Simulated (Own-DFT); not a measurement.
# Response to strain: diamond silicon, 64 atoms (Si64)

These are calculations, not measurements. The program, named Own-DFT, is a retired in-house plane-wave density functional code that no person has reviewed. Each row is one single-point run on a periodic cell that was not relaxed, without spin or spin-orbit coupling.

Settings of every run: PBE; PseudoDojo norm-conserving scalar-relativistic files; cutoff 20 hartree; 3 x 3 x 3 k mesh centred on Gamma; Fermi-Dirac smearing of 0.1 eV.

Known limits: k mesh not checked against a denser one; stress not checked against mesh or cutoff.

Unstrained cell vectors in Å: (10.862, 0.000, 0.000); (0.000, 10.862, 0.000); (0.000, 0.000, 10.862). The unstrained cell has measured lattice constants (interpolated for alloys), not those of this functional. That, the random moves and any unrelaxed bonds set the pressure at no strain. Each run strains this cell uniformly, with the atoms carried along. Every atom was also moved at random, by a Gaussian of width 0.05 Å on each axis. Strain is the symmetric tensor, in per cent. Stress is positive in tension, and the pressure is minus a third of its trace.

```
run  e_xx (%)  e_yy (%)  e_zz (%)  e_yz (%)  e_xz (%)  e_xy (%)  s_xx (GPa)  s_yy (GPa)  s_zz (GPa)  s_yz (GPa)  s_xz (GPa)  s_xy (GPa)  P (GPa)  E (meV/atom)
  1     -1.33     -2.00      0.65     -0.77     -1.04      0.36       -5.85       -6.51       -3.96       -1.75       -1.40        1.47     5.44          33.2
  2      1.11     -1.61      1.49     -0.68     -0.48      1.51       -0.95       -3.31       -0.55       -1.14       -0.38        2.33     1.60          13.5
  3     -1.21     -0.88      0.89      0.90     -1.75      0.69       -4.71       -4.62       -3.07        2.94       -4.35        1.48     4.13          37.9
  4     -0.68     -1.35     -1.10     -0.81      1.48     -1.67       -6.00       -6.70       -6.44       -1.26        4.20       -4.58     6.38          43.3
  5     -1.11     -0.17     -1.70      0.93      0.99     -1.16       -6.06       -5.17       -6.49        2.34        2.46       -1.38     5.91          42.5
  6     -0.12      1.00      0.76      1.15     -0.86      0.05       -1.55       -0.62       -0.88        2.35       -2.28        0.78     1.02           0.0
  7      0.01      0.66      0.45     -0.43     -0.17      0.36       -1.82       -1.37       -1.40       -1.23       -0.63        0.50     1.53           9.1
  8      0.22      1.03      0.68     -0.03      0.99      1.22       -1.39       -0.61       -1.14       -0.45        2.51        2.76     1.05          17.5
  9      0.27      1.79      1.10      1.45     -1.02     -1.66       -0.62        0.81        0.15        2.32       -2.12       -2.57    -0.11          15.5
 10      0.63      1.79      0.03      1.70      0.43     -1.09       -0.74        0.29       -1.16        4.10        1.49       -2.62     0.53          11.0
 11      1.06      1.85      1.86      0.07     -1.02     -0.65        1.13        1.78        1.80       -0.17       -2.53       -1.49    -1.57           4.8
 12      1.40     -0.53      1.05      0.35      0.32     -0.43       -0.22       -1.84       -0.44        1.20        1.22       -0.71     0.83          11.7
 13      1.93      0.68     -0.89      1.50     -1.68      2.00        0.27       -0.93       -2.32        2.88       -2.83        3.53     0.99          16.5
 14     -0.64     -0.51      0.48      0.67      0.91     -0.88       -3.72       -3.74       -2.77        1.46        2.96       -2.35     3.41          20.5
 15     -1.58      1.93     -0.61      1.30      0.89     -1.15       -4.30       -0.99       -3.42        1.50        1.96       -2.23     2.90          26.0
 16     -1.02     -0.71      1.55     -1.38      0.33     -1.72           ?           ?           ?           ?           ?           ?        ?             ?
```

E is the free energy for each atom above the lowest run shown.

## Worked fit

Each stress component was fitted by least squares to a constant and the strains of the runs shown, as fractions, with shears doubled. Shear strains stay in the fit of a normal stress only where such slopes are resolved. The slopes, in GPa:

```
stress  at no strain  per e_xx  per e_yy  per e_zz  scatter
  s_xx          -2.8   160 ± 6    67 ± 5    72 ± 6     0.22
  s_yy          -2.9    71 ± 7   159 ± 5    71 ± 7     0.24
  s_zz          -2.8    72 ± 7    66 ± 5   159 ± 7     0.24
```

Each shear stress against twice its own strain: yz 121 ± 13, xz 118 ± 8, xy 102 ± 11 GPa. These are stiffnesses along x, y and z of the frame in which the cell vectors are given, which need not be the crystal's axes. The atoms are held to the strained lattice; where symmetry lets them move under strain, relaxing them would lower some slopes. The table should be nearly symmetric about its diagonal, and what it lacks of that shows the noise. A ninth of its sum, 100 ± 2 GPa, estimates the bulk modulus near the mean pressure of these runs, 2.3 GPa, so it lies above the value at zero pressure.

## Withheld run

Question: what normal stresses and pressure should run 16 give?

The fit gives s_xx = -3.8, s_yy = -3.6, s_zz = -1.6 and P = 3.0 GPa. The calculation gave -3.79, -3.54, -1.63 and P = 2.98 GPa.
